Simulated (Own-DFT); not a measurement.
# Response to strain: wurtzite AlGaN with randomly placed atoms, 72 atoms (Al27Ga9N36)

Calculated results; nothing here was measured. The program, named Own-DFT, is a retired in-house plane-wave density functional code that no person has reviewed. Each row is one single-point run on a periodic cell that was not relaxed, without spin or spin-orbit coupling.

Settings of every run: PBE; PseudoDojo norm-conserving scalar-relativistic files (stringent for Ga); cutoff 96 hartree; 4 x 4 x 3 k mesh centred on Gamma; Gaussian smearing of 0.01 eV.

Known limits: forces on such cells passed a denser k mesh, each cell not checked; stress not checked against mesh or cutoff.

Unstrained cell vectors in Å: (9.394, 0.000, 0.000); (-4.697, 8.135, 0.000); (0.000, 0.000, 10.065). The unstrained cell has measured lattice constants (interpolated for alloys), not those of this functional. That, the random moves and any unrelaxed bonds set the pressure at no strain. Each run strains this cell uniformly, with the atoms carried along. Every atom was also moved at random, by a Gaussian of width 0.05 Å on each axis. The random placing of the alloy's atoms differs from row to row. Strain is the symmetric tensor, in per cent. Stress is positive in tension, and the pressure is minus a third of its trace.

```
run  e_xx (%)  e_yy (%)  e_zz (%)  s_xx (GPa)  s_yy (GPa)  s_zz (GPa)  P (GPa)  E (meV/atom)
  1      0.00      0.00      2.00       -5.27       -6.26        3.49     2.68           6.5
  2      0.00      0.00     -0.75       -6.81       -7.38       -8.86     7.68           9.1
  3      0.00      0.00      0.25       -6.62       -3.94       -6.24     5.60           0.0
  4      0.00      0.00      1.75       -6.77       -6.18        3.17     3.26          11.6
  5      0.00      0.00     -1.50       -7.95       -5.77      -14.65     9.46          15.2
  6      0.00      0.00      1.25       -5.17       -5.47       -1.19     3.94           7.7
  7      0.00      0.00     -2.00       -6.59       -8.50      -16.60    10.56          15.9
  8      0.00      0.00      3.00       -4.26       -4.99        5.72     1.18          17.0
  9      0.00      0.00      2.25           ?           ?           ?        ?             ?
```

E is the free energy for each atom above the lowest run shown.

## Worked fit

The change of volume is close to e_xx + e_yy + e_zz. A straight line through the runs shown gives P = 6.49 - 188 x (fractional change of volume) GPa, with an error of 6 on the slope and a scatter of 0.29 GPa. The strain isn't the same on all axes and the cell isn't cubic, so the slope belongs to this path and is not the bulk modulus.

## Withheld run

Question: what pressure should run 9 give? Its volume changes by 2.25 %.

The line gives 2.3 GPa. The calculation gave 2.39 GPa.
